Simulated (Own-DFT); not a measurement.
# Composition and what it changes: diamond-structure SiGe

All numbers below are calculated, not measured. The program, named Own-DFT, is a retired in-house plane-wave density functional code that no person has reviewed. Each row is one single-point run on a periodic cell that was not relaxed, without spin or spin-orbit coupling.

Settings of every run: PBE; PseudoDojo norm-conserving scalar-relativistic files; cutoff 42 hartree; 5 x 5 x 5 k mesh centred on Gamma; Fermi-Dirac smearing of 0.1 eV.

Known limits, some of them of some rows only: forces on such cells failed a check on a denser k mesh; forces on such cells moved up to 12 meV/angstrom on a denser k mesh; forces on such cells passed a denser k mesh, each cell not checked; stress not checked against mesh or cutoff.

Each cell has 16 atoms, with Ge and Si placed at random on their shared sites; x is the share of Ge. Lattice constants follow the straight line between measured values of the end members, and atoms start on the ideal sites of that lattice. Every atom was also moved at random, by a Gaussian of width 0.03 Å on each axis. u is the rms move along one axis. dE is the free energy for each Ge or Si site above the straight-line part, a + b x, of the fit below.

```
x,cell,u (Å),volume (Å³/atom),P (GPa),dE (meV/site)
0.125,Ge2Si14,0.0265,20.340,2.27,13.6
0.125,Ge2Si14,0.0327,20.340,2.13,10.1
0.125,Ge2Si14,0.0295,20.340,2.13,8.0
0.125,Ge2Si14,0.0289,20.340,2.30,17.4
0.250,Ge4Si12,0.0334,20.659,2.43,25.7
0.250,Ge4Si12,0.0265,20.659,2.33,17.1
0.250,Ge4Si12,0.0299,20.659,2.39,24.2
0.250,Ge4Si12,0.0284,20.659,2.34,18.1
0.500,Ge8Si8,0.0256,21.306,2.73,22.5
0.500,Ge8Si8,0.0322,21.306,2.87,34.7
0.500,Ge8Si8,0.0312,21.306,2.87,31.9
0.500,Ge8Si8,0.0278,21.306,2.73,24.9
0.750,Ge12Si4,0.0292,21.966,?,?
0.875,Ge14Si2,0.0293,22.302,3.54,6.0
0.875,Ge14Si2,0.0316,22.302,3.75,18.7
0.875,Ge14Si2,0.0306,22.302,3.67,16.3
0.875,Ge14Si2,0.0246,22.302,3.56,5.9
```

## Worked fit

Fit E = a + b x + W x (1 - x) + k (u² - 0.03²) to the rows shown. It gives W = 117 ± 17 meV/site and k = 21 ± 7 eV/Å², with a scatter of 4.0 meV/site. Part of W is bond strain that relaxing the atoms would remove. The pressures follow P = 2.06 + 1.06 x + 0.84 x² GPa, with a scatter of 0.08.

## Withheld member

Question: what pressure and dE should the cell at x = 0.750 give?

The fits give 3.3 GPa and 21 meV/site. The calculation gave 3.28 GPa and 17.7 meV/site.
